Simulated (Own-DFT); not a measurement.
# Point defects and the pressure they add: C40 NbSi2

Source: density functional calculations with Own-DFT, an unreviewed in-house program that is no longer used. Nothing was measured or relaxed, and spin and spin-orbit coupling are left out.

All runs used: PBEsol; PseudoDojo norm-conserving scalar-relativistic files, made for PBE; cutoff 42 hartree; 4 x 4 x 5 k mesh centred on Gamma; cold (Marzari-Vanderbilt) smearing of 0.2 eV.

Keep in mind: forces on such cells failed a check on a denser k mesh; stress not checked against mesh or cutoff.

All runs share one cell, with vectors in Å (0.000, 8.324, 0.000); (-9.613, 0.000, 0.000); (0.000, 0.000, 6.586) and a volume of 527.0 Å³. The atoms are randomly displaced, by u rms on each axis. The defect's site can differ from row to row.

| cell | formula | u (Å) | P (GPa) |
|---|---|---|---|
| no defect | Nb12Si24 | 0.0194 | -2.18 |
| no defect | Nb12Si24 | 0.0478 | -1.21 |
| no defect | Nb12Si24 | 0.0513 | -0.79 |
| two Nb vacancies | Nb10Si24 | 0.0271 | -3.17 |
| two Nb vacancies | Nb10Si24 | 0.0437 | -2.88 |
| two Nb vacancies | Nb10Si24 | 0.0484 | -3.05 |
| two Nb on a Si site each | Nb14Si22 | 0.0294 | 3.64 |
| two Nb on a Si site each | Nb14Si22 | 0.0535 | 4.51 |
| two Nb on a Si site each | Nb14Si22 | 0.0541 | 4.71 |
| one Si vacancy | Nb12Si23 | 0.0292 | ? |
| one Si vacancy | Nb12Si23 | 0.0297 | -2.61 |
| one Si vacancy | Nb12Si23 | 0.0486 | -1.72 |
| one Si vacancy | Nb12Si23 | 0.0522 | -1.36 |
| two Si on a Nb site each | Nb10Si26 | 0.0316 | -1.79 |
| two Si on a Nb site each | Nb10Si26 | 0.0462 | -0.95 |
| two Si on a Nb site each | Nb10Si26 | 0.0558 | -0.47 |

## Working it out

P = P0 + c u² + a shift for each defect gives P0 = -2.31 GPa, c = 519 ± 63 GPa/Å² and a scatter of 0.21 GPa. The shifts, and each times the cell's volume:

- two Nb on a Si site each: 5.44 ± 0.17 GPa, 17.9 eV (9.0 eV for each of its 2 sites)
- two Si on a Nb site each: 0.16 ± 0.17 GPa, 0.5 eV (0.3 eV for each of its 2 sites) (not resolved)
- one Si vacancy: -0.62 ± 0.17 GPa, -2.0 eV
- two Nb vacancies: -1.59 ± 0.17 GPa, -5.2 eV (-2.6 eV for each of its 2 sites)

A positive shift means that the defect pushes the cell outwards. Shift times volume (160.2 GPa Å³ is 1 eV) depends little on the cell's size, so, taken for each site, it can be compared between cells at like pressure. The atoms around the defects weren't relaxed, which would change these numbers.

## Check

Asked: what pressure belongs in the blank (one Si vacancy, u = 0.0292 Å)?

The fitted form gives -2.49 ± 0.25 GPa. Computed: -2.50 GPa.
